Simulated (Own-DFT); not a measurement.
# Hybrid less PBE against volume: alpha-quartz SiO2, 70 atoms (O46Si24), with two O vacancies

Calculated, not measured. Each geometry was run twice at fixed positions with Own-DFT, a retired in-house plane-wave program that no person has reviewed: with PBE, and with HSE06 (exact exchange share 0.25 at short range, screening 0.11 per bohr, Gygi-Baldereschi treatment of its divergence). Both used PseudoDojo norm-conserving files made for PBE, a cutoff of 48 hartree, the Gamma point alone, fixed occupations, a neutral cell and no spin. With Gamma alone and a thickness of 8.5 Å, finite-size errors remain in every number. The oxygen file's force components were 24 meV/Å off all-electron values in a glass.

Unstrained cell vectors in Å: (9.827, 0.000, 0.000); (-4.913, 8.510, 0.000); (0.000, 0.000, 10.810), volume V0 = 904.1 Å³, from measured lattice constants. Each geometry has its own random strain of a few per cent, its own defect sites and random moves of rms u per axis. HSE06 gave the energy alone. D is its energy less that of PBE, over the lowest D shown. The PBE stress wasn't checked against mesh or cutoff.

```
run  V - V0 (Å³)   u (Å)  P with PBE (GPa)  D (eV)
  1          3.7  0.0298              6.04   1.018
  2         -3.9  0.0283              7.71   0.761
  3         -8.8  0.0292             10.09   0.613
  4         -1.3  0.0300              8.23   0.764
  5         31.1  0.0284              1.24   1.634
  6          4.6  0.0271              6.45   0.949
  7        -31.4  0.0302             15.38   0.000
  8        -17.3  0.0309             11.86   0.350
  9         -7.1  0.0301              9.31   0.583
 10          3.6  0.0284              6.45   0.908
 11         13.2  0.0310              4.74   1.206
 12        -28.3  0.0305             14.06   0.165
 13         14.7  0.0293              3.52   1.262
 14         18.0  0.0307              3.15       ?
```

## Working it out

D = 0.84 + 0.0262 (V - V0) eV, with an error of 0.0008 on the volume slope and a scatter of 0.05 eV. Pressure is -dE/dV, and 1 eV/Å³ is 160.2 GPa, so HSE06 changes the pressure by -4.2 ± 0.1 GPa. Turning this into a change of volume would need the relaxed stiffness: quartz yields by tilting its tetrahedra, which these fixed-ion runs don't allow.

## Test on the hidden row

Asked: what D should run 14 give?

Estimate: 1.31 eV, with rows scattering by 0.05. The hidden result is 1.329 eV.
